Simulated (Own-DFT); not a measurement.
## Calculated data, SiC (4H silicon carbide, atoms displaced)

Computed with Own-DFT development build. A calculation, not a measurement: plane-wave PBE density functional theory by an unreviewed code, no spin, of a simulated periodic cell, stress positive in tension, free energy of the whole cell less one offset for each atom, forces on such cells passed a denser k mesh, this cell's mesh not checked; offsets are fitted by least squares, one for each functional and potential file, so energies compare only between cells with the same atoms and settings and are not formation energies; the far tail of each file's local potential was reset to the Coulomb form; each entry is a single point on an unrelaxed cell, so the pressure reflects the starting lattice, mostly measured values (interpolated for alloys), from which strain is counted, and rises with the displacements; printed positions are rounded, which can move forces by about a meV/angstrom; the program, named Own-DFT, is a retired in-house code; no spin-orbit coupling.

Settings shared by all entries: functional PBE; potential files PseudoDojo norm-conserving, scalar-relativistic, standard set; wave cutoff 42 hartree; occupations Fermi-Dirac; smearing width 0.1 eV; hardware one NVIDIA H200; k mesh 3 x 3 x 3 centred on Gamma.

```json
{"entry": 1, "formula": "SiC", "kind": "4H silicon carbide, atoms displaced", "structure": {"cell_angstrom": [[12.3308, 0.0, 0.0], [-6.1654, 10.6788, 0.0], [0.0, 0.0, 10.0681]], "atoms_fractional": [["Si", 0.00198, 0.00075, 0.40602], ["Si", 0.09666, 0.16586, 0.15299], ["C", 0.01028, 0.99415, 0.1043], ["C", 0.09051, 0.17765, 0.33744], ["Si", 0.00031, 0.24101, 0.40221], ["Si", 0.08421, 0.42715, 0.16647], ["C", 0.98669, 0.2411, 0.06629], ["C", 0.0657, 0.41851, 0.34764], ["Si", 0.0213, 0.51356, 0.40203], ["Si", 0.08507, 0.66657, 0.13889], ["C", 0.01164, 0.50612, 0.08528], ["C", 0.09247, 0.66454, 0.3356], ["Si", 0.99531, 0.74305, 0.38714], ["Si", 0.08152, 0.92018, 0.15916], ["C", 0.99077, 0.73195, 0.08535], ["C", 0.08693, 0.92251, 0.32722], ["Si", 0.27532, 0.01066, 0.42434], ["Si", 0.33556, 0.162, 0.14791], ["C", 0.25075, 0.99562, 0.10079], ["C", 0.34437, 0.17912, 0.32331], ["Si", 0.23304, 0.24964, 0.41859], ["Si", 0.32172, 0.41991, 0.16443], ["C", 0.2547, 0.25879, 0.09046], ["C", 0.32515, 0.40863, 0.34416], ["Si", 0.24628, 0.49425, 0.40151], ["Si", 0.33063, 0.64816, 0.18021], ["C", 0.24343, 0.48808, 0.0744], ["C", 0.34084, 0.65695, 0.34365], ["Si", 0.24088, 0.73802, 0.40483], ["Si", 0.33649, 0.9148, 0.16289], ["C", 0.26357, 0.74435, 0.09159], ["C", 0.32856, 0.90915, 0.34193], ["Si", 0.49779, 0.98959, 0.38937], ["Si", 0.57819, 0.16717, 0.16375], ["C", 0.47806, 0.99003, 0.09322], ["C", 0.60268, 0.17974, 0.37013], ["Si", 0.51936, 0.25316, 0.39064], ["Si", 0.59085, 0.42536, 0.13529], ["C", 0.51117, 0.26941, 0.08821], ["C", 0.56665, 0.4123, 0.33078], ["Si", 0.48962, 0.49212, 0.38929], ["Si", 0.58566, 0.66093, 0.17252], ["C", 0.49181, 0.48368, 0.10745], ["C", 0.57532, 0.66353, 0.35876], ["Si", 0.49204, 0.74657, 0.40632], ["Si", 0.57883, 0.90768, 0.14638], ["C", 0.48889, 0.75439, 0.09841], ["C", 0.58279, 0.91511, 0.33771], ["Si", 0.74133, 0.99815, 0.39803], ["Si", 0.82996, 0.14882, 0.1651], ["C", 0.74458, 0.99237, 0.08934], ["C", 0.82805, 0.15109, 0.3458], ["Si", 0.75342, 0.24669, 0.4274], ["Si", 0.83516, 0.4181, 0.17609], ["C", 0.74434, 0.23994, 0.10848], ["C", 0.8372, 0.42095, 0.35581], ["Si", 0.75759, 0.51319, 0.40457], ["Si", 0.83044, 0.6769, 0.15201], ["C", 0.74027, 0.48685, 0.10552], ["C", 0.83542, 0.66188, 0.36308], ["Si", 0.7515, 0.74915, 0.39936], ["Si", 0.83664, 0.92185, 0.16721], ["C", 0.75007, 0.75235, 0.09525], ["C", 0.8342, 0.91128, 0.36282], ["Si", 0.00043, 0.00873, 0.89815], ["Si", 0.92043, 0.83537, 0.64943], ["C", 0.98999, 0.98857, 0.59315], ["C", 0.91803, 0.82575, 0.84819], ["Si", 0.00219, 0.74843, 0.9086], ["Si", 0.91741, 0.57888, 0.64609], ["C", 0.99437, 0.74929, 0.59897], ["C", 0.91082, 0.58635, 0.8259], ["Si", 0.99448, 0.49566, 0.89511], ["Si", 0.92324, 0.33978, 0.66143], ["C", 0.98844, 0.49415, 0.59515], ["C", 0.92546, 0.33409, 0.84977], ["Si", 0.98974, 0.24205, 0.88835], ["Si", 0.90488, 0.07533, 0.65208], ["C", 0.99918, 0.25109, 0.57496], ["C", 0.92511, 0.08076, 0.85163], ["Si", 0.76445, 0.99827, 0.89228], ["Si", 0.66554, 0.84053, 0.66528], ["C", 0.74813, 0.99389, 0.58257], ["C", 0.66368, 0.82799, 0.84365], ["Si", 0.76163, 0.75066, 0.88421], ["Si", 0.66678, 0.5924, 0.65954], ["C", 0.74503, 0.74509, 0.60068], ["C", 0.68542, 0.57138, 0.84917], ["Si", 0.74063, 0.49087, 0.90814], ["Si", 0.66386, 0.33817, 0.65534], ["C", 0.7486, 0.49694, 0.57527], ["C", 0.66633, 0.33498, 0.83861], ["Si", 0.75559, 0.24752, 0.90984], ["Si", 0.66438, 0.07697, 0.6624], ["C", 0.73608, 0.24486, 0.59067], ["C", 0.67666, 0.07393, 0.85359], ["Si", 0.50212, 0.99893, 0.9059], ["Si", 0.43016, 0.83287, 0.6611], ["C", 0.48715, 0.9862, 0.58298], ["C", 0.39983, 0.8401, 0.84341], ["Si", 0.50242, 0.74583, 0.92252], ["Si", 0.41202, 0.57551, 0.65682], ["C", 0.47734, 0.74338, 0.59894], ["C", 0.42548, 0.5989, 0.85636], ["Si", 0.51719, 0.5106, 0.91143], ["Si", 0.41518, 0.33154, 0.66612], ["C", 0.49839, 0.49248, 0.59235], ["C", 0.42486, 0.34491, 0.83902], ["Si", 0.49861, 0.2442, 0.90384], ["Si", 0.40088, 0.0771, 0.6665], ["C", 0.49796, 0.24789, 0.593], ["C", 0.42811, 0.09427, 0.84948], ["Si", 0.23585, 0.99112, 0.91691], ["Si", 0.16142, 0.82908, 0.64854], ["C", 0.26098, 0.99175, 0.59274], ["C", 0.16912, 0.8351, 0.85608], ["Si", 0.25065, 0.75361, 0.91492], ["Si", 0.17992, 0.60362, 0.64261], ["C", 0.23988, 0.74526, 0.60555], ["C", 0.17893, 0.5779, 0.84095], ["Si", 0.26053, 0.50916, 0.89733], ["Si", 0.15542, 0.32718, 0.65468], ["C", 0.26032, 0.50616, 0.59557], ["C", 0.17471, 0.33058, 0.83651], ["Si", 0.25473, 0.24202, 0.89512], ["Si", 0.17392, 0.08587, 0.67637], ["C", 0.23416, 0.23789, 0.58418], ["C", 0.17534, 0.08676, 0.85035]]}, "results": {"free_energy_of_cell_above_offsets [eV]": "21.043", "pressure [GPa]": 10.81, "stress_xx [GPa]": -10.48, "stress_yy [GPa]": -11.99, "stress_zz [GPa]": -9.96, "stress_yz [GPa]": 0.22, "stress_xz [GPa]": -0.85, "stress_xy [GPa]": 1.89, "force_element": ["Si", "Si", "C", "C", "Si", "Si", "C", "C", "Si", "Si", "C", "C", "Si", "Si", "C", "C", "Si", "Si", "C", "C", "Si", "Si", "C", "C", "Si", "Si", "C", "C", "Si", "Si", "C", "C", "Si", "Si", "C", "C", "Si", "Si", "C", "C", "Si", "Si", "C", "C", "Si", "Si", "C", "C", "Si", "Si", "C", "C", "Si", "Si", "C", "C", "Si", "Si", "C", "C", "Si", "Si", "C", "C", "Si", "Si", "C", "C", "Si", "Si", "C", "C", "Si", "Si", "C", "C", "Si", "Si", "C", "C", "Si", "Si", "C", "C", "Si", "Si", "C", "C", "Si", "Si", "C", "C", "Si", "Si", "C", "C", "Si", "Si", "C", "C", "Si", "Si", "C", "C", "Si", "Si", "C", "C", "Si", "Si", "C", "C", "Si", "Si", "C", "C", "Si", "Si", "C", "C", "Si", "Si", "C", "C", "Si", "Si", "C", "C"], "force_x [eV/angstrom]": [1.106, -2.582, -6.229, -1.41, -3.071, 0.503, 1.525, 7.992, -8.197, 2.043, -2.695, -3.009, 2.749, 5.244, -0.972, 0.255, -2.537, -0.584, -0.841, 0.528, 5.552, 2.757, 1.247, -1.967, 0.071, -1.356, -0.427, -3.789, 2.567, -3.886, -2.685, 1.014, -1.037, 0.677, 6.225, -0.988, -6.464, -3.233, -0.059, 4.06, 1.232, -1.279, -2.449, 1.519, 2.106, -1.03, 2.582, 0.187, 2.056, -1.254, 1.221, 0.629, 2.698, 0.35, 0.935, 0.924, -1.342, 2.492, 5.174, -2.406, -0.672, 0.457, -1.135, -1.425, 5.713, -1.386, 1.176, 1.169, -0.077, -3.157, 2.097, 1.728, 1.693, -1.501, 4.3, -3.142, 4.361, 2.427, -0.942, -4.039, -2.265, -0.003, -1.669, 1.229, -2.763, 1.585, -0.547, -10.21, 8.705, -0.149, -0.732, 1.424, -1.311, -1.654, 2.494, -2.169, -0.919, -7.825, 1.33, 5.116, -1.843, 2.487, 7.509, 2.208, -2.158, 0.741, -1.141, 0.064, 0.2, 6.676, -1.151, -1.511, 3.658, -0.375, -5.672, -1.281, 0.483, 0.526, 0.988, -5.227, 0.955, 1.817, -3.873, -1.586, -1.031, -1.13, 1.259, -1.34], "force_y [eV/angstrom]": [-0.135, 0.551, 3.119, -3.231, 1.165, -2.787, -0.117, -4.212, -0.72, 0.174, -1.452, 1.132, 3.404, -3.178, 2.844, -1.283, 0.746, 2.575, -0.388, -2.017, 0.468, -2.402, -1.944, 0.65, -0.383, 1.805, 1.589, -0.19, 3.093, -3.311, 0.172, -0.154, 2.434, 0.524, 3.968, -5.456, 1.801, -2.921, -5.922, 1.373, 0.024, 0.326, 4.885, 0.61, 1.72, 3.082, -4.132, -1.758, -2.619, 3.026, -0.497, 3.62, 2.41, -1.314, 0.935, 0.099, -7.563, -3.667, 5.084, 4.879, -1.746, -1.264, 0.747, 1.848, -4.644, -2.859, 3.951, 4.392, -1.237, 0.967, -0.296, -1.421, 2.875, -2.01, 1.93, -0.662, 2.432, 1.023, -0.895, 1.345, -2.015, -2.975, 0.804, 0.564, -2.109, -4.883, 3.287, 6.773, -2.99, -0.761, 0.999, -1.77, 0.102, 0.348, -0.015, 1.436, 0.139, 3.367, 1.548, 0.404, 3.338, 1.773, -2.834, -3.962, -1.149, -0.039, 1.266, -1.648, 4.665, 3.215, -0.606, -4.727, 1.142, -0.149, -0.775, -1.018, -2.548, -11.19, 7.696, 2.806, -3.266, 1.504, -2.582, -0.394, 5.827, -1.482, 0.709, -2.838], "force_z [eV/angstrom]": [-0.137, -1.544, -3.655, -0.426, -1.966, -4.18, 5.726, -1.929, 4.026, 1.454, 0.291, -1.581, 2.619, -1.881, 2.077, 6.323, -6.65, -0.472, -1.242, 5.073, -4.686, -2.69, -1.072, 0.494, 2.563, -9.279, 5.264, 4.135, 1.407, -0.632, 2.725, 1.321, 3.403, -0.64, -0.687, -5.189, 2.742, 6.066, -0.797, -0.098, 3.526, -2.25, -2.44, -1.552, 2.129, 1.502, 0.949, -0.786, 1.779, -3.167, -0.11, 0.46, -5.35, -2.473, -1.264, 0.094, -0.913, 0.896, -2.85, -5.13, 3.321, -1.017, -0.439, -3.098, 3.62, 1.825, 0.386, -1.902, -1.849, 0.177, -2.706, 3.292, 0.88, -1.633, -1.844, -2.811, 2.696, -0.988, 4.774, -4.969, 4.01, -2.889, 2.063, 0.953, 3.359, -0.978, -0.948, -3.48, 3.207, -1.144, 4.768, 0.965, 1.129, -1.738, 6.668, -1.554, 0.547, 2.382, 1.447, -0.784, -1.157, 1.0, -2.995, -2.667, 0.393, -4.365, 0.115, 2.749, 0.874, -0.114, -0.035, -1.088, 0.748, 2.219, 2.53, -2.088, -1.124, 5.137, -4.991, -1.628, 0.327, -0.414, -2.143, 0.045, 3.247, -5.603, 5.845, 0.157], "wall_time [s]": 572.6}}
{"entry": 2, "formula": "SiC", "kind": "4H silicon carbide, atoms displaced", "structure": {"cell_angstrom": [[12.3308, 0.0, 0.0], [-6.1654, 10.6788, 0.0], [0.0, 0.0, 10.0681]], "atoms_fractional": [["Si", 0.98772, 0.98995, 0.41307], ["Si", 0.08891, 0.17082, 0.15084], ["C", 0.00343, 0.99804, 0.07932], ["C", 0.07204, 0.1665, 0.3589], ["Si", 0.98982, 0.23183, 0.39964], ["Si", 0.09678, 0.42396, 0.1435], ["C", 0.99684, 0.24464, 0.09891], ["C", 0.08492, 0.40317, 0.32863], ["Si", 0.00143, 0.50396, 0.39801], ["Si", 0.09318, 0.68627, 0.16446], ["C", 0.00907, 0.49254, 0.11235], ["C", 0.1006, 0.66894, 0.34458], ["Si", 0.00539, 0.74247, 0.41344], ["Si", 0.0846, 0.91706, 0.14616], ["C", 0.99716, 0.74061, 0.09899], ["C", 0.08822, 0.9302, 0.35207], ["Si", 0.26684, 0.00032, 0.41564], ["Si", 0.33816, 0.17443, 0.14782], ["C", 0.24368, 0.0097, 0.10195], ["C", 0.3314, 0.15739, 0.34926], ["Si", 0.24865, 0.25127, 0.40425], ["Si", 0.33563, 0.40147, 0.1467], ["C", 0.24997, 0.26395, 0.09974], ["C", 0.32894, 0.4265, 0.3456], ["Si", 0.24806, 0.49865, 0.40917], ["Si", 0.33708, 0.66685, 0.15471], ["C", 0.25445, 0.50322, 0.09422], ["C", 0.32626, 0.64405, 0.35086], ["Si", 0.23689, 0.73564, 0.41671], ["Si", 0.35215, 0.91712, 0.15022], ["C", 0.25243, 0.75409, 0.11064], ["C", 0.34018, 0.92449, 0.3101], ["Si", 0.51517, 0.01466, 0.40129], ["Si", 0.59221, 0.16682, 0.15796], ["C", 0.49313, 0.99774, 0.09969], ["C", 0.57411, 0.16893, 0.35124], ["Si", 0.49712, 0.25766, 0.40592], ["Si", 0.58809, 0.41455, 0.15932], ["C", 0.4986, 0.24922, 0.08451], ["C", 0.57475, 0.42738, 0.34089], ["Si", 0.49821, 0.49514, 0.39212], ["Si", 0.58901, 0.67872, 0.14845], ["C", 0.50164, 0.50505, 0.08036], ["C", 0.58639, 0.6638, 0.35169], ["Si", 0.50502, 0.74276, 0.40684], ["Si", 0.58552, 0.92037, 0.14436], ["C", 0.52507, 0.75449, 0.10286], ["C", 0.56816, 0.91015, 0.34145], ["Si", 0.76272, 0.99553, 0.42697], ["Si", 0.83016, 0.15763, 0.14725], ["C", 0.75532, 0.00418, 0.08876], ["C", 0.84117, 0.17082, 0.35994], ["Si", 0.74183, 0.23816, 0.39664], ["Si", 0.84074, 0.4088, 0.16804], ["C", 0.74873, 0.24375, 0.10119], ["C", 0.83149, 0.40862, 0.3418], ["Si", 0.74406, 0.49852, 0.39485], ["Si", 0.83687, 0.66016, 0.16544], ["C", 0.75125, 0.48844, 0.08808], ["C", 0.84166, 0.66594, 0.33671], ["Si", 0.75554, 0.75799, 0.39653], ["Si", 0.83744, 0.92411, 0.15054], ["C", 0.76371, 0.76452, 0.09776], ["C", 0.8483, 0.92553, 0.34582], ["Si", 0.97947, 0.99446, 0.89245], ["Si", 0.91566, 0.81699, 0.66002], ["C", 0.99965, 0.99784, 0.60145], ["C", 0.91115, 0.83534, 0.85481], ["Si", 0.00842, 0.74605, 0.90304], ["Si", 0.92462, 0.57845, 0.66477], ["C", 0.98145, 0.74075, 0.59144], ["C", 0.90487, 0.56519, 0.85756], ["Si", 0.01387, 0.5047, 0.91873], ["Si", 0.92659, 0.34297, 0.66946], ["C", 0.99064, 0.49111, 0.58974], ["C", 0.92214, 0.34138, 0.86245], ["Si", 0.00725, 0.25102, 0.91528], ["Si", 0.92526, 0.08955, 0.66245], ["C", 0.99277, 0.23691, 0.5998], ["C", 0.9128, 0.08365, 0.83962], ["Si", 0.76116, 0.01449, 0.89434], ["Si", 0.68286, 0.84117, 0.65597], ["C", 0.742, 0.00108, 0.58526], ["C", 0.67395, 0.83649, 0.85363], ["Si", 0.75199, 0.7492, 0.90462], ["Si", 0.67724, 0.59029, 0.66396], ["C", 0.76349, 0.74235, 0.57035], ["C", 0.65958, 0.58446, 0.83443], ["Si", 0.76177, 0.50404, 0.90712], ["Si", 0.65998, 0.33544, 0.65533], ["C", 0.75705, 0.51897, 0.60458], ["C", 0.67694, 0.33601, 0.85177], ["Si", 0.74099, 0.23639, 0.90494], ["Si", 0.67286, 0.10142, 0.6404], ["C", 0.7517, 0.2621, 0.58811], ["C", 0.67824, 0.07606, 0.84352], ["Si", 0.48943, 0.00068, 0.91245], ["Si", 0.4186, 0.83203, 0.63387], ["C", 0.51565, 0.02073, 0.59836], ["C", 0.40771, 0.83005, 0.85124], ["Si", 0.49399, 0.75319, 0.89184], ["Si", 0.42062, 0.58523, 0.64925], ["C", 0.49958, 0.74288, 0.59883], ["C", 0.42538, 0.58383, 0.8481], ["Si", 0.51416, 0.50491, 0.91643], ["Si", 0.4176, 0.34132, 0.64057], ["C", 0.49901, 0.48419, 0.59888], ["C", 0.41278, 0.32633, 0.83426], ["Si", 0.50773, 0.25915, 0.90127], ["Si", 0.41402, 0.08268, 0.66028], ["C", 0.4973, 0.2491, 0.58654], ["C", 0.42382, 0.07542, 0.83925], ["Si", 0.243, 0.00075, 0.91527], ["Si", 0.15608, 0.83692, 0.66112], ["C", 0.245, 0.98241, 0.60071], ["C", 0.16015, 0.82815, 0.83744], ["Si", 0.25042, 0.75537, 0.90623], ["Si", 0.17816, 0.57218, 0.66203], ["C", 0.2485, 0.74238, 0.60086], ["C", 0.15484, 0.56898, 0.82656], ["Si", 0.24627, 0.50588, 0.90424], ["Si", 0.15394, 0.33631, 0.6652], ["C", 0.24546, 0.50486, 0.58512], ["C", 0.17869, 0.34233, 0.84217], ["Si", 0.2583, 0.25953, 0.90628], ["Si", 0.16297, 0.08225, 0.6426], ["C", 0.26244, 0.25625, 0.59941], ["C", 0.16618, 0.092, 0.84918]]}, "results": {"free_energy_of_cell_above_offsets [eV]": "20.520", "pressure [GPa]": 11.2, "stress_xx [GPa]": -13.06, "stress_yy [GPa]": -10.79, "stress_zz [GPa]": -9.76, "stress_yz [GPa]": 1.23, "stress_xz [GPa]": 1.36, "stress_xy [GPa]": -0.39, "force_element": ["Si", "Si", "C", "C", "Si", "Si", "C", "C", "Si", "Si", "C", "C", "Si", "Si", "C", "C", "Si", "Si", "C", "C", "Si", "Si", "C", "C", "Si", "Si", "C", "C", "Si", "Si", "C", "C", "Si", "Si", "C", "C", "Si", "Si", "C", "C", "Si", "Si", "C", "C", "Si", "Si", "C", "C", "Si", "Si", "C", "C", "Si", "Si", "C", "C", "Si", "Si", "C", "C", "Si", "Si", "C", "C", "Si", "Si", "C", "C", "Si", "Si", "C", "C", "Si", "Si", "C", "C", "Si", "Si", "C", "C", "Si", "Si", "C", "C", "Si", "Si", "C", "C", "Si", "Si", "C", "C", "Si", "Si", "C", "C", "Si", "Si", "C", "C", "Si", "Si", "C", "C", "Si", "Si", "C", "C", "Si", "Si", "C", "C", "Si", "Si", "C", "C", "Si", "Si", "C", "C", "Si", "Si", "C", "C", "Si", "Si", "C", "C"], "force_x [eV/angstrom]": [6.078, -1.6, -1.549, 6.872, -0.252, 0.683, 1.082, -1.379, 1.751, 1.458, -3.43, -7.255, -1.351, -1.669, 0.155, 1.719, -2.274, -0.577, 3.4, -0.842, -0.397, -1.244, 1.41, 4.222, -2.256, 1.35, 1.65, -0.304, 7.414, -7.937, 1.232, -0.353, -2.232, -3.57, 6.809, 1.946, -0.215, -1.006, 1.202, 6.826, -5.685, 7.854, 1.378, 0.736, -2.871, 1.134, -11.19, 3.381, -2.147, 0.489, -0.822, -5.022, 0.913, -0.765, 1.015, -1.526, 1.216, -1.314, -0.046, -0.522, 1.202, 1.469, -0.089, -5.58, 4.89, -4.379, -1.023, 3.165, -4.044, -2.392, 6.89, 7.334, -3.156, -1.43, 2.545, 0.398, -0.783, -1.042, -0.587, 1.344, 1.624, -1.189, 1.348, -1.038, -1.457, -3.194, -2.877, 3.661, -6.386, 1.399, 2.712, -1.847, 1.736, 2.393, 0.77, -7.548, 5.198, -0.103, -2.709, 0.869, 3.382, 0.858, 1.164, -2.169, -2.997, 2.021, -0.338, 1.775, -0.306, 0.55, -0.532, -5.033, 0.121, 1.76, 0.246, 1.173, -0.581, -6.538, -1.452, 0.973, 3.325, 3.32, 5.03, -1.914, -0.448, 1.876, -4.857, -0.274], "force_y [eV/angstrom]": [4.24, -2.266, 1.234, -3.447, 7.506, -3.455, 1.052, 1.217, -3.194, -3.901, 3.831, -2.241, 2.29, -0.451, 2.334, -2.849, -1.921, -1.375, -1.009, 3.456, -0.115, 12.24, -9.069, -3.359, -4.18, -0.371, 0.341, 7.44, 3.779, -2.243, -0.449, -0.462, -3.986, -0.394, 4.431, 2.361, -0.858, 0.541, 0.33, -4.406, 3.256, -5.398, -0.69, 0.763, 0.631, -0.755, 4.097, 0.594, 1.04, 2.42, -1.361, -4.642, 2.585, 0.647, 0.321, 1.082, 0.829, 0.371, 1.539, -0.258, -1.846, 0.749, -3.927, -3.5, 2.332, 4.249, -1.51, -3.058, -1.443, -0.432, -1.173, 6.037, -1.767, -3.014, 2.44, -2.242, 0.564, -3.488, 4.865, 2.666, -5.656, -1.744, 0.451, 0.825, -0.49, -0.713, 1.873, 1.278, -3.527, 1.336, -4.604, -0.779, 2.189, -1.078, 0.1, 2.989, -2.201, 1.596, -4.226, 1.644, -0.764, -3.195, 2.8, 0.181, -1.961, -6.524, 10.19, 2.035, -1.428, 0.184, 0.207, 3.27, 1.066, -4.915, 5.502, 1.522, -1.97, 3.738, 0.812, 2.977, -0.206, -0.735, -3.635, -0.814, -1.312, 1.585, -2.309, -1.761], "force_z [eV/angstrom]": [1.682, 1.934, 1.262, -3.284, 3.08, 3.709, -1.338, 2.892, 0.61, 0.152, -2.78, -0.801, -2.16, 2.966, -1.895, -0.666, -2.818, 2.228, -2.702, -1.328, 1.146, 4.205, -3.832, -1.94, -1.108, 2.054, -2.277, -2.07, 0.484, -1.29, -4.178, 11.44, 1.116, 0.633, -4.174, -3.003, -0.203, -2.488, 1.68, -1.878, 4.448, 3.587, 6.493, -2.243, -0.101, 2.451, -4.553, -0.33, -8.234, 3.039, -0.772, -3.509, 2.272, -3.469, -1.292, 1.744, 2.497, -3.802, 2.463, 2.751, -1.102, 0.839, -0.475, -2.655, 2.342, 1.152, -0.534, -3.195, 2.242, -0.267, 0.843, -3.22, 1.056, -0.796, -0.511, -1.448, -1.126, -0.896, -1.156, 0.105, 3.492, 0.321, 6.949, -2.318, 1.857, -3.619, 4.528, 3.72, 1.355, 0.24, -2.292, -1.785, 0.847, 3.0, 0.54, -2.362, -0.156, 2.667, -2.285, -1.593, 1.935, 2.012, -1.487, -1.318, -5.945, 4.73, -3.692, 1.202, -0.686, -1.001, 1.527, 0.561, -1.131, -1.152, -1.779, 2.249, 0.403, -3.146, -0.431, 5.44, 0.74, -2.512, 0.935, 1.79, -0.818, 2.806, -2.483, -1.555], "wall_time [s]": 525.1}}
```
